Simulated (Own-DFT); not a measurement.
# Which defects push the lattice out? zincblende GaAs

Calculated, not measured: single-point runs of Own-DFT, a retired in-house plane-wave DFT program that no person has reviewed, on unrelaxed cells, without spin or spin-orbit coupling.

Common settings: PBE; PseudoDojo norm-conserving scalar-relativistic files; cutoff 42 hartree; 3 x 3 x 3 k mesh centred on Gamma; Fermi-Dirac smearing of 0.1 eV.

Known weak points (not all hold for every row): not probed for a lower state with spin; forces on such cells failed a check on a denser k mesh; forces not confirmed at this smearing and k mesh; forces on such cells passed a denser k mesh, each cell not checked; stress not checked against mesh or cutoff.

All runs share one cell, with vectors in Å (11.307, 0.000, 0.000); (0.000, 11.307, 0.000); (0.000, 0.000, 11.307) and a volume of 1445.4 Å³. Atoms were moved at random from their sites; u is the rms move along one axis. The defect's site can differ from row to row.

```
               cell     formula   u (Å)  P (GPa)
          no defect    As32Ga32  0.0199     3.52
          no defect    As32Ga32  0.0201     3.53
          no defect    As32Ga32  0.0518     4.01
one Al on a Ga site  AlAs32Ga31  0.0483     3.84
one Al on a Ga site  AlAs32Ga31  0.0513     3.94
one Al on a Ga site  AlAs32Ga31  0.0523     4.00
one As on a Ga site    As33Ga31  0.0297     4.23
one As on a Ga site    As33Ga31  0.0301     4.26
one As on a Ga site    As33Ga31  0.0470        ?
one As on a Ga site    As33Ga31  0.0511     4.64
   two Ga vacancies    As32Ga30  0.0293     2.90
   two Ga vacancies    As32Ga30  0.0309     2.87
   two Ga vacancies    As32Ga30  0.0311     2.87
   two As vacancies    As30Ga32  0.0299     3.27
   two As vacancies    As30Ga32  0.0470     3.32
   two As vacancies    As30Ga32  0.0504     3.54
```

## Worked fit

P = P0 + c u² + a shift for each defect gives P0 = 3.45 GPa, c = 202 ± 22 GPa/Å² and a scatter of 0.06 GPa. The shifts, and each times the cell's volume:

- one As on a Ga site: 0.63 ± 0.05 GPa, 5.7 eV
- one Al on a Ga site: -0.05 ± 0.06 GPa, -0.4 eV (not resolved)
- two As vacancies: -0.45 ± 0.05 GPa, -4.1 eV (-2.0 eV for each of its 2 sites)
- two Ga vacancies: -0.76 ± 0.05 GPa, -6.8 eV (-3.4 eV for each of its 2 sites)

Against the defect-free cell, a freed cell would be larger where the shift is positive and smaller where it is negative (160.2 GPa Å³ is 1 eV). The atoms around the defects weren't relaxed, which would change these numbers.

## The run left out

The question: what pressure belongs in the blank (one As on a Ga site, u = 0.0470 Å)?

The fit gives 4.53 ± 0.07 GPa. The run itself gave 4.60 GPa.
